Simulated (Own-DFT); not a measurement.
# Which defects push the lattice out? zincblende GaAs

The numbers are computed, not measured, by runs of the plane-wave DFT program Own-DFT (in-house, retired, unreviewed) at fixed positions, with no spin and no spin-orbit coupling.

Method: PBE; PseudoDojo norm-conserving scalar-relativistic files; cutoff 42 hartree; 3 x 3 x 3 k mesh centred on Gamma; Fermi-Dirac smearing of 0.1 eV.

Caveats (not all hold for every row): not probed for a lower state with spin; forces not confirmed at this smearing and k mesh; stress not checked against mesh or cutoff.

All runs share one cell, with vectors in Å (11.737, 0.000, 0.000); (0.000, 11.737, 0.000); (0.000, 0.000, 10.833) and a volume of 1492.4 Å³, strained against the parent crystal. Atoms were moved at random from their sites; u is the rms move along one axis. The defect's site can differ from row to row.

```
                             cell     formula   u (Å)  P (GPa)
                        no defect    As32Ga32  0.0291     1.26
                        no defect    As32Ga32  0.0489     1.59
                        no defect    As32Ga32  0.0565     1.65
              one P on an As site   As31Ga32P  0.0286     1.01
              one P on an As site   As31Ga32P  0.0292     1.02
              one P on an As site   As31Ga32P  0.0298        ?
              one P on an As site   As31Ga32P  0.0302     0.98
              one In on a Ga site  As32Ga31In  0.0468     2.09
              one In on a Ga site  As32Ga31In  0.0473     2.20
              one In on a Ga site  As32Ga31In  0.0507     2.15
one As vacancy and one Ga vacancy    As31Ga31  0.0272     0.87
one As vacancy and one Ga vacancy    As31Ga31  0.0477     1.19
one As vacancy and one Ga vacancy    As31Ga31  0.0485     1.04
              one Al on a Ga site  AlAs32Ga31  0.0309     1.26
              one Al on a Ga site  AlAs32Ga31  0.0484     1.53
              one Al on a Ga site  AlAs32Ga31  0.0530     1.52
```

## Worked fit

P = P0 + c u² + a shift for each defect gives P0 = 1.16 GPa, c = 158 ± 22 GPa/Å² and a scatter of 0.06 GPa. The shifts, and each times the cell's volume:

- one In on a Ga site: 0.62 ± 0.05 GPa, 5.7 eV
- one Al on a Ga site: -0.04 ± 0.05 GPa, -0.4 eV (not resolved)
- one P on an As site: -0.29 ± 0.05 GPa, -2.7 eV
- one As vacancy and one Ga vacancy: -0.41 ± 0.05 GPa, -3.8 eV

Positive is outwards. The product with the volume (160.2 GPa Å³ to the eV) is nearly free of the cell's size; divided by the bulk modulus at the cell's pressure it gives the volume that the defect adds. The atoms around the defects weren't relaxed, which would change these numbers.

## Withheld run

The question: what pressure belongs in the blank (one P on an As site, u = 0.0298 Å)?

The fitted form gives 1.01 ± 0.06 GPa. The hidden result is 1.02 GPa.
